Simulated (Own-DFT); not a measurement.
# Computed records: Si₂SnGe₁₃ (diamond-structure random alloy, atoms displaced)

All values are calculated (Own-DFT development build). A calculation, not a measurement: plane-wave density functional theory by an unreviewed code, no spin, of a simulated periodic cell, stress positive in tension, run twice, with PBE and with PBEsol, both on files made for PBE, so the change isn't that of files made for PBEsol, forces on such cells moved up to 12 meV/angstrom on a denser k mesh; the far tail of each file's local potential was reset to the Coulomb form; each entry is a single point on an unrelaxed cell, so the pressure reflects the starting lattice, mostly measured values (interpolated for alloys), from which strain is counted, and rises with the displacements; printed positions are rounded, which can move forces by about a meV/angstrom; the program, named Own-DFT, is a retired in-house code; no spin-orbit coupling; stress was not checked against mesh or cutoff.

```xyz
64
Lattice="11.3631 0.0000 0.0000 0.0000 11.3631 0.0000 0.0000 0.0000 11.3631" Properties=species:S:1:pos:R:3:PBE_force_x:R:1:PBE_force_y:R:1:PBE_force_z:R:1:PBEsol_force_x:R:1:PBEsol_force_y:R:1:PBEsol_force_z:R:1 formula=Si2SnGe13 functional=PBE,then_PBEsol potential_files=PseudoDojo_norm-conserving,scalar-relativistic,standard_set wave_cutoff=49 occupations=Fermi-Dirac smearing_width=0.1 k_mesh=3_x_3_x_3_centred_on_Gamma PBE_pressure=4.18 PBE_stress_xx=-4.19 PBE_stress_yy=-4.15 PBE_stress_zz=-4.2 PBE_stress_yz=0.43 PBE_stress_xz=-0.42 PBE_stress_xy=-0.28 PBEsol_pressure=1.35 PBEsol_stress_xx=-1.36 PBEsol_stress_yy=-1.32 PBEsol_stress_zz=-1.36 PBEsol_stress_yz=0.41 PBEsol_stress_xz=-0.4 PBEsol_stress_xy=-0.27 rms_change_of_force_components_from_PBE_to_PBEsol=0.036
Si    11.3427    11.3474     0.0148      0.326      0.238      -0.37      0.355       0.19     -0.321
Sn    11.3403     2.8678     2.8616     -0.337     -0.852     -0.244     -0.323     -0.826     -0.236
Ge     2.8674     0.0168     2.8205      0.033     -0.418      0.269     -0.004     -0.363      0.289
Ge     2.8543     2.8337    11.3200     -1.185     -0.941     -0.416     -1.145     -0.909     -0.405
Ge     1.3987     1.4086     1.4457      0.734     -0.876     -1.426      0.747     -0.822     -1.345
Ge     1.3872     4.2116     4.2693      1.645      1.945      0.934      1.597      1.886      0.916
Ge     4.2914     1.4716     4.2569     -0.405     -0.494      0.096     -0.395     -0.476      0.093
Sn     4.2864     4.2585     1.3892     -0.658     -0.067      0.147     -0.633     -0.064      0.146
Ge    11.3551    11.3502     5.6865     -0.061     -0.323      0.166     -0.031     -0.278      0.128
Ge    11.2901     2.8702     8.5352      0.539     -0.522     -0.012      0.555     -0.458     -0.044
Ge     2.8239    11.3569     8.5549      0.058      0.189      0.014      0.062      0.178      0.006
Ge     2.8274     2.8519     5.6621       0.22     -0.112      0.118      0.215      -0.11      0.116
Ge     1.4473     1.4224     7.0790     -0.491       0.06      0.444      -0.47      0.056      0.421
Ge     1.4095     4.2524     9.9415     -0.269     -0.016      0.039     -0.256     -0.012      0.034
Ge     4.2847     1.4001     9.9768     -0.316      0.275     -0.637     -0.304      0.268     -0.616
Ge     4.2776     4.2086     7.0922     -0.523      0.706     -0.014     -0.509      0.679     -0.018
Ge    11.3250     5.6842    11.3627      0.306      0.107     -0.008      0.295      0.103     -0.005
Ge    11.3487     8.5293     2.8249     -0.049     -0.252     -0.173     -0.044     -0.245     -0.161
Ge     2.8851     5.7126     2.8406     -1.521      0.189      0.701     -1.473      0.192      0.682
Si     2.8029     8.5521     0.0297      0.902     -0.018     -0.013      0.843     -0.051     -0.047
Ge     1.4197     7.1152     1.4179      0.101      0.053     -0.125      0.063      0.021     -0.086
Ge     1.3894     9.8861     4.2430      0.292      0.784     -0.023      0.281      0.757     -0.021
Ge     4.2515     7.1088     4.2199      0.096      0.626      0.113      0.057      0.558      0.142
Si     4.2859     9.9861     1.4275     -0.133     -0.659     -0.215     -0.132      -0.57     -0.213
Ge     0.0702     5.7223     5.6800     -0.418     -0.368     -0.171     -0.406     -0.356     -0.159
Sn    11.3078     8.4799     8.5617      0.349      1.084     -1.523      0.377      1.015     -1.435
Ge     2.8234     5.6754     8.5515      0.212     -0.397     -0.526      0.206     -0.383     -0.504
Ge     2.8379     8.5329     5.6546      0.178     -0.065      0.358      0.163     -0.066      0.343
Ge     1.4283     7.0933     7.1074      1.067     -0.364     -0.572      1.029     -0.365     -0.558
Ge     1.4121     9.9056     9.9368       0.68      1.166      1.475      0.657      1.129      1.368
Ge     4.2713     7.0427     9.9273     -0.306      0.935        0.7     -0.272      0.877      0.651
Ge     4.2530     9.9772     7.1311     -0.215     -0.344     -0.227     -0.205     -0.325     -0.216
Ge     5.7006     0.0477    11.3519     -0.421     -0.009      1.241      -0.38       0.03      1.167
Ge     5.6567     2.8383     2.8266      1.801     -0.922      0.686      1.742      -0.89      0.675
Ge     8.5097    11.3595     2.8111      0.259      -0.34      0.529       0.25     -0.323      0.505
Ge     8.5613     2.8154    11.3631       0.44      0.282     -0.385      0.387      0.303     -0.333
Ge     7.2039     1.4310     1.3902     -1.103      0.037      0.399     -1.064      0.034      0.381
Ge     7.0934     4.2904     4.2364     -0.044     -0.125      0.231     -0.082     -0.159      0.254
Ge     9.9231     1.4142     4.3033     -0.891     -0.851       0.53     -0.858     -0.823      0.512
Ge     9.9445     4.2758     1.4393     -1.531      1.336     -0.705      -1.45      1.262     -0.718
Ge     5.6473     0.0223     5.7051      0.141     -0.341     -0.469      0.137     -0.321     -0.443
Ge     5.6684     2.8339     8.4907      0.135     -0.089      0.665      0.131     -0.091      0.635
Ge     8.5438     0.0114     8.5264      1.118      1.105     -0.816      1.015      1.067     -0.791
Ge     8.4996     2.8412     5.7116     -0.114      0.262     -0.004     -0.111      0.252     -0.008
Ge     7.0405     1.4082     7.1086      0.739      0.055      0.063      0.709      0.056      0.062
Ge     7.1447     4.2267     9.9353     -0.396      0.119      0.094     -0.379      0.116      0.093
Si     9.9827     1.4212     9.9830     -0.032     -0.423     -0.111     -0.075     -0.371     -0.146
Ge     9.9643     4.3195     7.1002      -0.11     -0.257     -0.422     -0.105     -0.253     -0.396
Ge     5.7111     5.6900     0.0422      1.206      0.768     -1.653      1.167      0.748     -1.606
Si     5.6471     8.4942     2.8188      0.087      0.559     -0.306      0.121      0.509     -0.263
Si     8.4999     5.6930     2.8943      0.305      0.186     -0.506      0.299       0.18     -0.497
Ge     8.5210     8.5359    11.3499      0.878     -1.042      1.344      0.856     -1.015      1.299
Ge     7.1130     7.1100     1.4094      0.211      0.108      0.809        0.2      0.099      0.717
Ge     7.0744     9.9061     4.2538     -0.401       0.13     -0.311      -0.35      0.152     -0.268
Ge     9.9602     7.1264     4.2765      -0.42     -0.266     -0.126      -0.37     -0.224     -0.095
Ge     9.9516     9.9325     1.3931      0.017      0.321      0.023     -0.017      0.273      0.054
Ge     5.6094     5.7150     5.6499      0.809       -0.2      0.497      0.751     -0.229      0.449
Ge     5.6699     8.5608     8.5595     -1.162     -2.114     -1.886     -1.153     -2.022     -1.801
Ge     8.5353     5.6556     8.5225     -0.286      0.538      0.061     -0.244      0.486       0.09
Ge     8.4949     8.5384     5.7023     -0.053     -0.371      0.559      -0.05     -0.354      0.479
Si     7.0759     7.0356     7.1382     -0.158      0.616     -0.229     -0.154      0.604     -0.224
Sn     7.1150     9.9018     9.9113      0.071      1.134      0.548      0.069      1.105       0.53
Ge     9.9268     7.1469     9.9605     -1.506     -2.014      1.332     -1.456     -1.954      1.296
Si     9.9125     9.9683     7.0905     -0.437      0.537     -0.559     -0.434      0.526     -0.553
```

Units: wave_cutoff in hartree; smearing_width in eV; PBE_pressure, PBE_stress_xx, PBE_stress_yy, PBE_stress_zz, PBE_stress_yz, PBE_stress_xz, PBE_stress_xy, PBEsol_pressure, PBEsol_stress_xx, PBEsol_stress_yy, PBEsol_stress_zz, PBEsol_stress_yz, PBEsol_stress_xz, PBEsol_stress_xy in GPa; rms_change_of_force_components_from_PBE_to_PBEsol, PBE_force_x, PBE_force_y, PBE_force_z, PBEsol_force_x, PBEsol_force_y, PBEsol_force_z in eV/Å.
